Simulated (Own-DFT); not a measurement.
## Calculated data, HfO2 (monoclinic hafnia, atoms displaced)

Computed with Own-DFT development build. A calculation, not a measurement: plane-wave density functional theory by an unreviewed code, no spin, of a simulated periodic cell, stress positive in tension, run twice, with PBE and with PBEsol, both on files made for PBE, so the change isn't that of files made for PBEsol, hafnium file: forces about 75 meV/angstrom off all-electron values; oxygen file: force components 24 meV/angstrom off all-electron in one glass; forces on such cells passed a denser k mesh, this cell's mesh not checked; the far tail of each file's local potential was reset to the Coulomb form; each entry is a single point on an unrelaxed cell, so the pressure reflects the starting lattice, mostly measured values (interpolated for alloys), from which strain is counted, and rises with the displacements; printed positions are rounded, which can move forces by about a meV/angstrom; the program, named Own-DFT, is a retired in-house code; no spin-orbit coupling; stress was not checked against mesh or cutoff.

Common to all runs: functional PBE, then PBEsol; potential files PseudoDojo norm-conserving, scalar-relativistic, standard set; wave cutoff 72 hartree; occupations Fermi-Dirac; smearing width 0.1 eV; k mesh 2 x 2 x 2 centred on Gamma.

(1) HfO2 (monoclinic hafnia, atoms displaced)

```
HfO2
1.0
     10.2340     0.0000     0.0000
      0.0000    10.3500     0.0000
     -1.6955     0.0000    10.4453
Hf O Hf O Hf O Hf O Hf O Hf O Hf O Hf O
4 8 4 8 4 8 4 8 4 8 4 8 4 8 4 8
Direct
  0.13141 0.01875 0.10146
  0.36213 0.26775 0.14731
  0.36232 0.46821 0.39874
  0.13460 0.22400 0.34707
  0.03366 0.17119 0.17909
  0.46916 0.41314 0.07260
  0.46771 0.32917 0.32902
  0.03852 0.07962 0.42674
  0.22389 0.38591 0.23915
  0.28034 0.13078 0.00400
  0.28256 0.12299 0.26077
  0.23716 0.37334 0.49811
  0.13500 0.01688 0.60316
  0.35598 0.27357 0.63962
  0.35999 0.47997 0.90149
  0.13337 0.23832 0.84962
  0.03961 0.17185 0.67320
  0.46166 0.41927 0.57798
  0.45697 0.33084 0.82433
  0.03137 0.07931 0.91653
  0.22582 0.38262 0.74223
  0.27166 0.11803 0.51076
  0.27197 0.11905 0.75566
  0.22359 0.37765 0.99294
  0.13862 0.51639 0.09676
  0.35794 0.75938 0.14676
  0.36435 0.97896 0.39637
  0.13520 0.73618 0.35765
  0.02919 0.66061 0.16811
  0.46464 0.90973 0.07570
  0.45826 0.84816 0.32479
  0.03630 0.58958 0.42160
  0.21847 0.88502 0.23471
  0.27605 0.62903 0.01123
  0.27775 0.61527 0.26263
  0.22696 0.88018 0.48737
  0.13222 0.52098 0.60125
  0.35303 0.77129 0.64655
  0.37050 0.98299 0.90182
  0.14025 0.72850 0.85451
  0.03364 0.67615 0.67931
  0.46457 0.91722 0.58039
  0.45581 0.83263 0.83020
  0.03507 0.58924 0.92232
  0.22331 0.88506 0.73839
  0.27679 0.63280 0.52044
  0.27748 0.62661 0.75683
  0.22182 0.87339 0.99553
  0.63681 0.01926 0.09913
  0.86151 0.26792 0.15275
  0.85046 0.48003 0.39866
  0.63902 0.22893 0.35436
  0.54039 0.16040 0.17417
  0.96611 0.41604 0.08100
  0.95475 0.34443 0.32282
  0.53188 0.08424 0.42170
  0.72871 0.37546 0.24685
  0.77571 0.13369 0.01393
  0.77620 0.12505 0.26607
  0.72069 0.37638 0.49697
  0.63106 0.01943 0.61070
  0.86804 0.26147 0.64977
  0.86393 0.48174 0.89332
  0.63971 0.22949 0.85777
  0.54334 0.16896 0.67509
  0.96024 0.42513 0.56602
  0.96199 0.33000 0.83389
  0.54278 0.07840 0.92364
  0.73349 0.38964 0.73292
  0.77969 0.13092 0.50933
  0.77346 0.12415 0.75484
  0.73136 0.36445 0.98311
  0.63437 0.52189 0.09968
  0.86873 0.77557 0.15191
  0.86291 0.97691 0.40354
  0.64263 0.72453 0.35041
  0.54228 0.66772 0.17560
  0.97141 0.91996 0.07509
  0.97402 0.83503 0.32933
  0.53522 0.57825 0.41881
  0.73604 0.87800 0.23774
  0.76649 0.61589 0.00642
  0.76922 0.62154 0.25886
  0.72827 0.86695 0.48466
  0.64039 0.51232 0.61020
  0.86336 0.76186 0.63652
  0.85746 0.97091 0.89793
  0.63266 0.72984 0.84703
  0.54133 0.67435 0.67129
  0.95261 0.91423 0.57184
  0.96245 0.82850 0.83008
  0.53678 0.59152 0.92042
  0.72402 0.88196 0.74094
  0.77007 0.63604 0.50214
  0.77531 0.61585 0.75289
  0.73631 0.87414 0.98690
```

```
PBE pressure                                      : 6.82 GPa
PBE stress xx                                     : -7.72 GPa
PBE stress yy                                     : -6.02 GPa
PBE stress zz                                     : -6.74 GPa
PBE stress yz                                     : -0.27 GPa
PBE stress xz                                     : -0.86 GPa
PBE stress xy                                     : -0.12 GPa
PBEsol pressure                                   : 0.36 GPa
PBEsol stress xx                                  : -1.2 GPa
PBEsol stress yy                                  : 0.38 GPa
PBEsol stress zz                                  : -0.24 GPa
PBEsol stress yz                                  : -0.27 GPa
PBEsol stress xz                                  : -0.5 GPa
PBEsol stress xy                                  : -0.11 GPa
rms change of force components from PBE to PBEsol : 0.052 eV/Å
```

Force:
| force element | PBE force x (eV/Å) | PBE force y (eV/Å) | PBE force z (eV/Å) | PBEsol force x (eV/Å) | PBEsol force y (eV/Å) | PBEsol force z (eV/Å) |
| --- | --- | --- | --- | --- | --- | --- |
| Hf | 2.211 | 0.737 | -0.743 | 2.159 | 0.705 | -0.759 |
| Hf | 0.318 | -0.413 | -0.048 | 0.3 | -0.375 | -0.015 |
| Hf | 1.125 | 2.79 | -1.018 | 1.114 | 2.673 | -0.974 |
| Hf | -0.075 | 0.806 | 1.447 | -0.076 | 0.705 | 1.354 |
| O | 0.659 | -1.052 | -0.581 | 0.642 | -0.996 | -0.485 |
| O | -0.572 | -0.417 | 0.217 | -0.575 | -0.372 | 0.152 |
| O | -0.648 | 0.185 | -0.517 | -0.647 | 0.168 | -0.547 |
| O | -0.575 | 0.665 | -0.924 | -0.548 | 0.623 | -0.847 |
| O | 0.222 | -1.806 | 0.383 | 0.286 | -1.768 | 0.366 |
| O | -0.49 | 0.831 | 0.848 | -0.519 | 0.807 | 0.834 |
| O | -0.835 | 0.744 | -0.364 | -0.87 | 0.746 | -0.346 |
| O | -2.502 | -0.807 | -1.145 | -2.346 | -0.77 | -1.086 |
| Hf | 0.966 | 0.45 | 0.882 | 1 | 0.495 | 0.823 |
| Hf | 0.859 | -1.951 | 1.933 | 0.814 | -1.84 | 1.918 |
| Hf | 1.246 | 0.142 | -1.714 | 1.204 | 0.083 | -1.642 |
| Hf | 1.312 | -2.478 | 1.223 | 1.276 | -2.465 | 1.149 |
| O | -0.147 | -0.002 | -0.6 | -0.159 | 0.022 | -0.521 |
| O | 0.844 | -0.261 | 0.847 | 0.809 | -0.254 | 0.763 |
| O | 0.805 | 0.145 | 0.591 | 0.769 | 0.134 | 0.527 |
| O | 0.701 | 0.983 | 0.294 | 0.689 | 0.943 | 0.354 |
| O | -0.867 | 0.181 | -0.265 | -0.782 | 0.154 | -0.258 |
| O | 0.274 | 2.171 | 0.142 | 0.197 | 2.105 | 0.143 |
| O | 0.298 | 0.672 | 0.241 | 0.221 | 0.663 | 0.218 |
| O | 0.205 | -0.921 | -0.578 | 0.259 | -0.865 | -0.562 |
| Hf | -1.661 | 0.83 | 2.208 | -1.617 | 0.834 | 2.136 |
| Hf | 0.108 | 2.321 | 1.083 | 0.084 | 2.314 | 1.07 |
| Hf | -0.636 | 1.098 | -0.082 | -0.621 | 1.036 | -0.059 |
| Hf | 2.26 | -1.607 | -0.724 | 2.183 | -1.599 | -0.723 |
| O | 0.433 | 0.674 | 0.649 | 0.418 | 0.69 | 0.675 |
| O | 0.727 | 0.244 | 0.194 | 0.706 | 0.276 | 0.125 |
| O | 2.157 | -3.047 | -0.962 | 2.063 | -2.972 | -0.972 |
| O | -0.548 | -0.362 | 0.47 | -0.509 | -0.353 | 0.519 |
| O | -0.05 | -1.022 | 0.557 | -0.003 | -0.997 | 0.533 |
| O | 0.375 | -0.363 | -0.622 | 0.307 | -0.365 | -0.605 |
| O | -0.13 | 1.033 | -0.221 | -0.167 | 1.014 | -0.242 |
| O | -1.043 | -1.542 | 0.413 | -0.968 | -1.492 | 0.413 |
| Hf | 0.698 | 1.149 | -0.066 | 0.692 | 1.177 | -0.107 |
| Hf | 1.543 | 0.564 | -0.037 | 1.48 | 0.58 | -0.012 |
| Hf | -2.323 | -0.38 | -0.965 | -2.261 | -0.426 | -0.909 |
| Hf | -0.276 | 1.942 | 0.427 | -0.288 | 1.848 | 0.389 |
| O | 1.564 | -1.963 | -1.358 | 1.519 | -1.89 | -1.275 |
| O | -0.169 | -0.202 | 0.259 | -0.165 | -0.17 | 0.206 |
| O | 1.165 | -0.508 | -0.068 | 1.135 | -0.502 | -0.116 |
| O | -0.113 | -0.85 | -0.283 | -0.092 | -0.845 | -0.234 |
| O | -0.459 | -0.943 | 0.191 | -0.377 | -0.937 | 0.16 |
| O | -0.494 | -0.521 | -1.287 | -0.555 | -0.498 | -1.222 |
| O | -0.612 | -0.907 | 1.172 | -0.661 | -0.856 | 1.137 |
| O | 0.37 | -0.623 | -0.802 | 0.408 | -0.607 | -0.769 |
| Hf | 0.543 | -0.517 | 1.796 | 0.524 | -0.442 | 1.716 |
| Hf | -0.68 | 1.346 | -1.114 | -0.672 | 1.36 | -1.048 |
| Hf | 0.812 | 0.416 | -1.261 | 0.781 | 0.344 | -1.212 |
| Hf | 0.406 | -0.677 | 0.815 | 0.408 | -0.711 | 0.76 |
| O | -1.095 | 0.861 | -0.375 | -1.055 | 0.855 | -0.317 |
| O | 0.196 | -0.019 | -0.671 | 0.199 | 0.001 | -0.702 |
| O | 2.542 | -1.346 | 1.18 | 2.441 | -1.338 | 1.093 |
| O | 0.914 | 0.508 | 0.657 | 0.891 | 0.481 | 0.678 |
| O | -1.575 | 0.76 | -1.132 | -1.463 | 0.723 | -1.076 |
| O | -0.033 | -1.176 | -0.346 | -0.115 | -1.15 | -0.339 |
| O | 0.465 | -0.795 | -0.357 | 0.392 | -0.743 | -0.351 |
| O | 0.18 | -0.966 | -0.935 | 0.235 | -0.906 | -0.913 |
| Hf | 1.001 | -0.011 | -1.534 | 0.959 | 0.047 | -1.508 |
| Hf | -1.68 | 1.098 | -1.034 | -1.67 | 1.087 | -0.976 |
| Hf | -0.873 | 0.292 | 0.925 | -0.88 | 0.238 | 0.921 |
| Hf | -0.045 | 0.254 | -0.884 | -0.031 | 0.179 | -0.877 |
| O | -1.543 | 0.854 | -0.279 | -1.478 | 0.818 | -0.219 |
| O | 0.21 | -1.232 | 2.059 | 0.21 | -1.163 | 1.944 |
| O | 0.377 | 0.018 | -0.601 | 0.377 | 0 | -0.644 |
| O | -0.042 | 0.449 | -0.564 | -0.038 | 0.427 | -0.481 |
| O | -0.078 | -2.444 | 1.909 | -0.012 | -2.366 | 1.855 |
| O | -0.215 | -0.12 | 0.308 | -0.251 | -0.118 | 0.302 |
| O | 0.471 | -0.078 | 1.21 | 0.394 | -0.054 | 1.169 |
| O | -0.701 | 0.882 | 0.516 | -0.621 | 0.854 | 0.486 |
| Hf | 1.291 | -0.15 | 0.648 | 1.261 | -0.062 | 0.599 |
| Hf | 0.108 | -1.48 | -1.377 | 0.118 | -1.388 | -1.297 |
| Hf | -1.125 | 1.051 | -2.016 | -1.108 | 0.975 | -1.929 |
| Hf | -2.074 | 1.081 | 0.988 | -1.979 | 0.973 | 0.949 |
| O | -1.541 | 0.11 | -1.08 | -1.489 | 0.108 | -1.004 |
| O | -1.671 | -1.205 | 0.746 | -1.63 | -1.158 | 0.679 |
| O | -1.369 | 0.809 | -0.334 | -1.337 | 0.76 | -0.377 |
| O | -0.004 | 0.248 | -0.09 | 0.016 | 0.225 | -0.047 |
| O | -0.837 | 0.538 | 0.147 | -0.744 | 0.507 | 0.15 |
| O | 1.286 | 1.632 | 0.134 | 1.187 | 1.555 | 0.116 |
| O | 1.279 | -0.271 | -0.182 | 1.166 | -0.251 | -0.157 |
| O | -1.007 | 0.39 | 0.021 | -0.887 | 0.363 | 0.007 |
| Hf | -1.157 | 2.361 | -1.937 | -1.09 | 2.331 | -1.918 |
| Hf | -2.08 | 1.339 | 1.893 | -2.032 | 1.344 | 1.866 |
| Hf | 2.181 | 1.787 | -2.119 | 2.138 | 1.682 | -2.047 |
| Hf | 0.708 | 0.502 | -0.013 | 0.667 | 0.429 | -0.061 |
| O | -0.774 | -0.274 | -0.297 | -0.745 | -0.257 | -0.198 |
| O | 2.134 | 0.484 | 1.541 | 2.068 | 0.478 | 1.431 |
| O | -0.002 | 0.137 | -0.09 | -0.005 | 0.126 | -0.121 |
| O | -2.02 | -1.606 | 0.396 | -1.956 | -1.575 | 0.444 |
| O | -0.009 | -0.371 | -0.41 | 0.035 | -0.351 | -0.389 |
| O | 0.537 | -1.355 | 0.688 | 0.477 | -1.323 | 0.662 |
| O | 0.359 | 1.075 | 0.582 | 0.287 | 1.037 | 0.56 |
| O | -1.992 | -1.6 | 1.173 | -1.872 | -1.531 | 1.144 |

(2) HfO2 (monoclinic hafnia, atoms displaced)

```
HfO2
1.0
     10.2340     0.0000     0.0000
      0.0000    10.3500     0.0000
     -1.6955     0.0000    10.4453
Hf O Hf O Hf O Hf O Hf O Hf O Hf O Hf O
4 8 4 8 4 8 4 8 4 8 4 8 4 8 4 8
Direct
  0.14380 0.02402 0.10421
  0.35803 0.27011 0.14655
  0.36138 0.48178 0.39224
  0.13195 0.22627 0.35624
  0.04106 0.16360 0.17626
  0.46291 0.41227 0.06630
  0.46392 0.33773 0.32440
  0.03879 0.08384 0.42988
  0.21839 0.37858 0.23337
  0.27287 0.12701 0.01965
  0.27649 0.11775 0.25753
  0.21978 0.37327 0.49255
  0.14220 0.01756 0.60811
  0.35681 0.27910 0.64172
  0.36753 0.47179 0.90525
  0.13851 0.23950 0.85737
  0.03122 0.16823 0.67981
  0.46731 0.42526 0.57370
  0.46464 0.32994 0.82819
  0.03487 0.08344 0.92880
  0.22872 0.38047 0.73725
  0.28134 0.12936 0.51646
  0.27608 0.11614 0.75289
  0.22702 0.36129 0.98993
  0.14095 0.51997 0.11291
  0.36730 0.77615 0.14893
  0.37210 0.98004 0.39776
  0.14115 0.73547 0.36092
  0.03606 0.66688 0.17829
  0.47175 0.92025 0.08275
  0.46475 0.82476 0.32550
  0.03821 0.58180 0.42781
  0.22933 0.88382 0.23187
  0.28040 0.63178 0.01581
  0.27318 0.61644 0.26739
  0.22422 0.86729 0.49362
  0.14062 0.52210 0.61258
  0.36077 0.77820 0.65466
  0.36539 0.97117 0.90327
  0.13772 0.73178 0.85880
  0.03428 0.66459 0.66733
  0.46579 0.91189 0.57969
  0.46711 0.83700 0.83515
  0.03730 0.58977 0.92265
  0.23202 0.87336 0.74712
  0.28528 0.62913 0.50413
  0.26279 0.62753 0.75241
  0.21611 0.86908 0.99570
  0.63895 0.01847 0.09756
  0.86537 0.26561 0.14736
  0.84939 0.47897 0.39829
  0.63793 0.22425 0.35139
  0.53775 0.17317 0.16883
  0.96073 0.40605 0.08208
  0.95578 0.33692 0.32726
  0.54883 0.07834 0.42199
  0.73055 0.37531 0.24062
  0.77313 0.12480 0.00572
  0.77556 0.12115 0.26054
  0.72413 0.36762 0.48541
  0.64988 0.01777 0.59907
  0.86085 0.26890 0.64707
  0.85685 0.48143 0.90358
  0.63931 0.22409 0.84794
  0.53094 0.16964 0.66773
  0.96509 0.41874 0.56486
  0.96049 0.33456 0.82734
  0.53931 0.08016 0.92648
  0.72775 0.38218 0.74258
  0.77679 0.12548 0.50986
  0.77390 0.12789 0.75718
  0.72652 0.36904 0.98532
  0.63432 0.51900 0.11066
  0.86236 0.77853 0.13908
  0.86377 0.98432 0.39864
  0.63409 0.73259 0.35779
  0.52964 0.66354 0.17456
  0.95488 0.92028 0.07199
  0.95119 0.83449 0.32053
  0.53527 0.58872 0.42533
  0.73484 0.87274 0.24808
  0.77419 0.62787 0.01068
  0.77466 0.61000 0.25858
  0.72938 0.87156 0.48891
  0.63326 0.52293 0.60183
  0.86531 0.76560 0.64132
  0.87403 0.98629 0.89691
  0.64212 0.73414 0.85430
  0.53744 0.66756 0.67443
  0.96964 0.91975 0.57276
  0.97034 0.82898 0.83448
  0.54076 0.58626 0.92777
  0.72151 0.88108 0.74391
  0.77421 0.62907 0.50431
  0.77615 0.62134 0.76738
  0.72543 0.86929 0.98928
```

```
PBE pressure                                      : 6.22 GPa
PBE stress xx                                     : -6.27 GPa
PBE stress yy                                     : -5.93 GPa
PBE stress zz                                     : -6.46 GPa
PBE stress yz                                     : 0.4 GPa
PBE stress xz                                     : -0.4 GPa
PBE stress xy                                     : 0.02 GPa
PBEsol pressure                                   : -0.25 GPa
PBEsol stress xx                                  : 0.22 GPa
PBEsol stress yy                                  : 0.48 GPa
PBEsol stress zz                                  : 0.06 GPa
PBEsol stress yz                                  : 0.42 GPa
PBEsol stress xz                                  : -0.03 GPa
PBEsol stress xy                                  : 0 GPa
rms change of force components from PBE to PBEsol : 0.05 eV/Å
```

Force:
| force element | PBE force x (eV/Å) | PBE force y (eV/Å) | PBE force z (eV/Å) | PBEsol force x (eV/Å) | PBEsol force y (eV/Å) | PBEsol force z (eV/Å) |
| --- | --- | --- | --- | --- | --- | --- |
| Hf | -1.083 | -1.049 | 0.674 | -1.014 | -0.966 | 0.644 |
| Hf | 0.865 | -0.458 | 0.506 | 0.829 | -0.418 | 0.501 |
| Hf | -0.565 | 0.145 | 1.173 | -0.56 | 0.135 | 1.18 |
| Hf | 0.076 | 1.347 | 0.276 | 0.058 | 1.262 | 0.237 |
| O | -0.82 | 0.258 | 0.223 | -0.785 | 0.275 | 0.269 |
| O | 0.3 | -0.706 | 2.321 | 0.27 | -0.659 | 2.205 |
| O | 0.395 | -0.628 | -0.153 | 0.369 | -0.628 | -0.199 |
| O | 0.069 | 0.2 | -0.381 | 0.076 | 0.186 | -0.328 |
| O | 0.464 | -0.759 | 0.916 | 0.516 | -0.725 | 0.866 |
| O | 0.964 | 0.045 | -1.402 | 0.862 | 0.046 | -1.328 |
| O | 0.464 | 0.551 | 1.358 | 0.387 | 0.538 | 1.294 |
| O | 0.709 | -0.458 | -0.818 | 0.757 | -0.443 | -0.775 |
| Hf | 0.139 | 1.222 | 0.319 | 0.149 | 1.244 | 0.274 |
| Hf | 1.494 | -1.261 | 0.345 | 1.444 | -1.211 | 0.358 |
| Hf | 0.413 | 2.232 | -2.454 | 0.433 | 2.101 | -2.338 |
| Hf | -0.893 | -2.036 | -1.684 | -0.887 | -2.017 | -1.671 |
| O | 0.768 | -0.783 | -0.469 | 0.742 | -0.729 | -0.417 |
| O | -1.133 | -1.312 | 0.389 | -1.106 | -1.25 | 0.326 |
| O | -0.09 | 0.182 | -0.207 | -0.105 | 0.176 | -0.245 |
| O | 1.546 | 1.645 | -0.697 | 1.5 | 1.575 | -0.626 |
| O | -0.823 | -0.373 | 1.397 | -0.744 | -0.379 | 1.354 |
| O | -0.128 | -0.441 | -1.367 | -0.191 | -0.43 | -1.313 |
| O | -0.332 | 0.288 | 1.688 | -0.391 | 0.281 | 1.614 |
| O | -0.174 | 1.597 | 0.548 | -0.094 | 1.543 | 0.536 |
| Hf | -1.58 | 1.76 | -1.14 | -1.526 | 1.779 | -1.103 |
| Hf | -1.211 | -1.526 | -1.089 | -1.18 | -1.449 | -1.038 |
| Hf | -1.011 | 0.087 | 0.374 | -0.983 | 0.04 | 0.395 |
| Hf | -1.827 | -2.581 | -0.847 | -1.764 | -2.615 | -0.84 |
| O | 0.283 | -0.141 | -0.56 | 0.299 | -0.129 | -0.504 |
| O | -1.327 | -0.857 | -0.096 | -1.306 | -0.828 | -0.166 |
| O | -1.011 | 1.873 | 1.153 | -0.986 | 1.812 | 1.07 |
| O | 0.481 | 1.354 | -0.617 | 0.494 | 1.323 | -0.541 |
| O | -0.211 | -0.579 | 1.901 | -0.126 | -0.56 | 1.839 |
| O | -0.118 | -0.691 | 0.056 | -0.178 | -0.672 | 0.073 |
| O | 0.212 | 1.064 | -1.217 | 0.144 | 1.024 | -1.169 |
| O | 0.272 | 1.4 | 0.184 | 0.316 | 1.365 | 0.194 |
| Hf | -0.38 | 0.073 | -3.212 | -0.368 | 0.122 | -3.176 |
| Hf | 0.956 | -2.751 | -1.443 | 0.918 | -2.642 | -1.392 |
| Hf | -0.666 | 2.153 | -0.855 | -0.625 | 2.037 | -0.822 |
| Hf | 0.434 | -1.236 | 0.017 | 0.42 | -1.249 | 0 |
| O | -1.408 | 1.293 | 0.528 | -1.378 | 1.275 | 0.551 |
| O | 0.955 | 1.125 | -0.831 | 0.908 | 1.108 | -0.866 |
| O | 0.347 | -0.632 | -0.314 | 0.317 | -0.611 | -0.355 |
| O | -0.599 | -1.582 | 0.924 | -0.57 | -1.53 | 0.941 |
| O | -1.179 | 1.391 | -0.081 | -1.07 | 1.343 | -0.082 |
| O | -0.634 | 0.622 | 1.352 | -0.682 | 0.601 | 1.301 |
| O | 1.52 | -0.622 | 1.514 | 1.397 | -0.579 | 1.444 |
| O | 1.347 | 0.546 | -0.505 | 1.378 | 0.542 | -0.495 |
| Hf | 1.323 | 0.704 | 1.45 | 1.287 | 0.74 | 1.358 |
| Hf | -1.175 | 0.464 | -0.072 | -1.15 | 0.53 | -0.034 |
| Hf | 2.561 | 0.272 | -0.982 | 2.484 | 0.204 | -0.946 |
| Hf | 0.574 | 1.916 | -0.731 | 0.585 | 1.828 | -0.748 |
| O | -0.246 | -0.521 | 0.021 | -0.239 | -0.496 | 0.085 |
| O | 1.997 | 1.834 | -0.671 | 1.922 | 1.787 | -0.683 |
| O | 2.041 | -1.695 | 0.019 | 1.981 | -1.681 | -0.035 |
| O | -1.886 | -1.08 | -0.562 | -1.834 | -1.067 | -0.493 |
| O | -1.5 | -0.319 | -0.705 | -1.396 | -0.31 | -0.672 |
| O | 0.699 | 0.295 | 0.188 | 0.622 | 0.269 | 0.172 |
| O | 0.065 | -0.555 | -0.022 | -0.003 | -0.527 | -0.007 |
| O | -1.03 | -0.389 | 0.712 | -0.927 | -0.37 | 0.674 |
| Hf | -1.979 | 0.235 | 2.154 | -1.905 | 0.272 | 2.071 |
| Hf | 0.642 | 1.832 | -0.409 | 0.624 | 1.811 | -0.352 |
| Hf | 0.531 | 0.005 | -0.682 | 0.476 | -0.041 | -0.659 |
| Hf | -0.81 | 1.238 | 0.412 | -0.775 | 1.17 | 0.376 |
| O | 0.872 | -0.641 | -0.266 | 0.862 | -0.6 | -0.193 |
| O | -0.49 | -1.287 | 2.394 | -0.491 | -1.222 | 2.286 |
| O | 1.103 | -0.066 | 0.458 | 1.077 | -0.101 | 0.4 |
| O | -1.058 | -0.056 | -0.841 | -1.013 | -0.086 | -0.752 |
| O | -0.429 | -0.069 | -0.756 | -0.35 | -0.084 | -0.723 |
| O | 0.614 | 0.58 | 0.176 | 0.528 | 0.539 | 0.171 |
| O | 0.619 | -1.09 | -0.272 | 0.543 | -1.038 | -0.277 |
| O | -0.872 | -0.438 | 0.592 | -0.774 | -0.417 | 0.566 |
| Hf | 1.726 | 0.356 | -0.729 | 1.7 | 0.417 | -0.745 |
| Hf | -0.322 | -2.314 | 1.423 | -0.323 | -2.189 | 1.427 |
| Hf | 0.256 | -1.122 | -1.298 | 0.234 | -1.155 | -1.24 |
| Hf | 2.499 | -1.174 | -1.118 | 2.441 | -1.199 | -1.115 |
| O | 0.447 | -0.152 | 0.265 | 0.441 | -0.128 | 0.305 |
| O | 1.841 | 0.896 | 0.717 | 1.768 | 0.877 | 0.627 |
| O | 2.738 | -0.1 | 1.349 | 2.645 | -0.099 | 1.262 |
| O | -0.277 | -0.452 | -0.514 | -0.262 | -0.453 | -0.455 |
| O | -2.14 | 0.992 | -1.482 | -2.007 | 0.956 | -1.438 |
| O | 0.158 | 0.137 | 0.548 | 0.098 | 0.125 | 0.518 |
| O | -0.908 | 1.354 | -0.213 | -0.966 | 1.296 | -0.196 |
| O | -0.443 | 0.026 | 0.663 | -0.378 | 0.048 | 0.647 |
| Hf | 0.803 | 0.093 | 1.194 | 0.752 | 0.148 | 1.133 |
| Hf | 0.1 | 0.022 | 1.099 | 0.108 | 0.042 | 1.09 |
| Hf | -2.15 | -1.385 | -0.807 | -2.092 | -1.398 | -0.714 |
| Hf | 0.206 | -1.349 | 0.309 | 0.227 | -1.366 | 0.288 |
| O | -0.523 | 0.516 | 0.251 | -0.488 | 0.511 | 0.287 |
| O | -0.778 | -1.164 | 1.214 | -0.766 | -1.11 | 1.125 |
| O | -1.206 | 1.014 | -1.175 | -1.164 | 0.977 | -1.177 |
| O | -1.131 | -0.391 | -0.348 | -1.089 | -0.407 | -0.272 |
| O | 0.975 | 0.26 | -0.953 | 0.991 | 0.244 | -0.938 |
| O | -0.241 | 0.647 | 1.313 | -0.293 | 0.629 | 1.277 |
| O | 0.51 | 0.596 | -1.146 | 0.435 | 0.592 | -1.101 |
| O | -0.572 | 0.53 | 0.134 | -0.51 | 0.517 | 0.14 |
